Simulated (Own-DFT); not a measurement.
# How strain changes the stress of 4H SiC, 72 atoms (C36Si36)

All numbers below are calculated, not measured. They come from Own-DFT, an in-house plane-wave density functional program, since retired, whose code no person has reviewed. Each row is one single-point run on a periodic cell that was not relaxed, without spin or spin-orbit coupling.

Settings of every run: PBE; PseudoDojo norm-conserving scalar-relativistic files; cutoff 42 hartree; 4 x 4 x 3 k mesh centred on Gamma; Fermi-Dirac smearing of 0.1 eV.

Known limits: forces on such cells passed a denser k mesh, each cell not checked; stress not checked against mesh or cutoff.

Unstrained cell vectors in Å: (9.248, 0.000, 0.000); (-4.624, 8.009, 0.000); (0.000, 0.000, 10.068). The unstrained cell has measured lattice constants (interpolated for alloys), not those of this functional. That, the random moves and any unrelaxed bonds set the pressure at no strain. Each run strains this cell uniformly, with the atoms carried along. Every atom was also moved at random, by a Gaussian of width 0.05 Å on each axis. Strain is the symmetric tensor, in per cent. Stress is positive in tension, and the pressure is minus a third of its trace.

```
run  e_xx (%)  e_yy (%)  e_zz (%)  e_yz (%)  e_xz (%)  e_xy (%)  s_xx (GPa)  s_yy (GPa)  s_zz (GPa)  s_yz (GPa)  s_xz (GPa)  s_xy (GPa)  P (GPa)  E (meV/atom)
  1      0.29     -0.40      1.55     -0.01     -1.03      0.74       -4.07       -5.52        1.63       -0.20       -3.55        4.45     2.66          16.6
  2     -0.25     -1.75     -0.95      1.96      1.07      0.72       -8.87      -13.33      -15.03        5.82        4.06        3.11    12.41          27.0
  3     -1.44      0.15     -0.78     -1.30     -0.37      0.81      -11.99       -5.31      -15.30       -3.91       -2.00        2.69    10.87          47.0
  4      1.85      0.80      0.52     -0.70     -1.24      0.42        5.60        1.87       -3.07       -2.26       -4.40        2.29    -1.46           1.3
  5     -0.31     -1.58     -1.74     -1.16      0.49      0.57       -8.80      -16.16      -17.10       -5.17        1.57        3.25    14.02          26.8
  6     -0.06     -1.80     -1.30      1.88     -1.33      1.71       -8.58      -14.28      -18.38        6.39       -5.18        9.56    13.74          57.4
  7     -1.32     -0.68      0.66     -0.14      0.41     -0.63      -12.80       -7.89       -3.28       -0.58        1.05       -3.06     7.99           1.2
  8      0.73      0.40     -0.54      1.29      0.03     -1.16        0.18       -3.44       -9.51        4.86       -0.22       -5.67     4.26          23.8
  9     -1.26      1.63     -1.81     -0.36     -0.83      1.92       -9.56        2.31      -19.84       -1.65       -2.77        7.26     9.03          41.1
 10     -1.93      1.15     -0.50      0.85     -0.47     -1.86      -15.83       -0.29      -11.25        3.34       -2.84       -8.25     9.12          40.7
 11      1.65     -1.71      0.10      0.95      1.60     -1.73        1.71      -15.24       -5.17        2.74        4.87       -8.00     6.23          47.7
 12      1.12      1.59     -0.07      0.31     -1.15      0.57        2.54        4.61       -5.41        1.57       -4.19        2.89    -0.58           0.0
 13     -0.72     -0.18      1.00      1.89      1.30     -0.84       -9.81       -6.44       -0.07        6.25        4.34       -3.06     5.44          23.8
 14     -0.75      1.41     -0.50      1.13     -1.44     -1.99       -8.62        1.63       -9.18        4.21       -4.70       -8.33     5.39          29.0
 15     -0.74     -1.99      1.47     -0.38     -1.45      0.78      -11.08      -16.10        1.21       -2.48       -4.00        2.54     8.66          22.3
 16     -1.80      0.07      1.56      1.85      0.44     -1.28      -14.38       -4.58        0.61        6.29        1.68       -5.19     6.12          27.2
 17      0.87      1.75      0.05     -0.99     -1.12     -1.45           ?           ?           ?           ?           ?           ?        ?             ?
```

E is the free energy for each atom above the lowest run shown.

## Worked fit

Each stress component was fitted by least squares to a constant and the strains of the runs shown, as fractions, with shears doubled. Shear strains stay in the fit of a normal stress only where such slopes are resolved. The slopes, in GPa:

```
stress  at no strain  per e_xx  per e_yy  per e_zz  scatter
  s_xx          -5.3  544 ± 17  114 ± 15    9 ± 17     0.75
  s_yy          -4.9   50 ± 25  549 ± 23   58 ± 26     1.13
  s_zz          -7.2   85 ± 31   42 ± 28  644 ± 32     1.39
```

Each shear stress against twice its own strain: yz 175 ± 6, xz 168 ± 9, xy 223 ± 12 GPa. These are stiffnesses along x, y and z of the frame in which the cell vectors are given, which need not be the crystal's axes. The atoms are held to the strained lattice; where symmetry lets them move under strain, relaxing them would lower some slopes. The table should be nearly symmetric about its diagonal, and what it lacks of that shows the noise. A ninth of its sum, 233 ± 5 GPa, estimates the bulk modulus near the mean pressure of these runs, 7.1 GPa, so it lies above the value at zero pressure.

## Withheld run

Question: what normal stresses and pressure should run 17 give?

The fit gives s_xx = 1.5, s_yy = 5.1, s_zz = -5.4 and P = -0.4 GPa. The calculation gave 1.16, 5.20, -5.15 and P = -0.40 GPa.
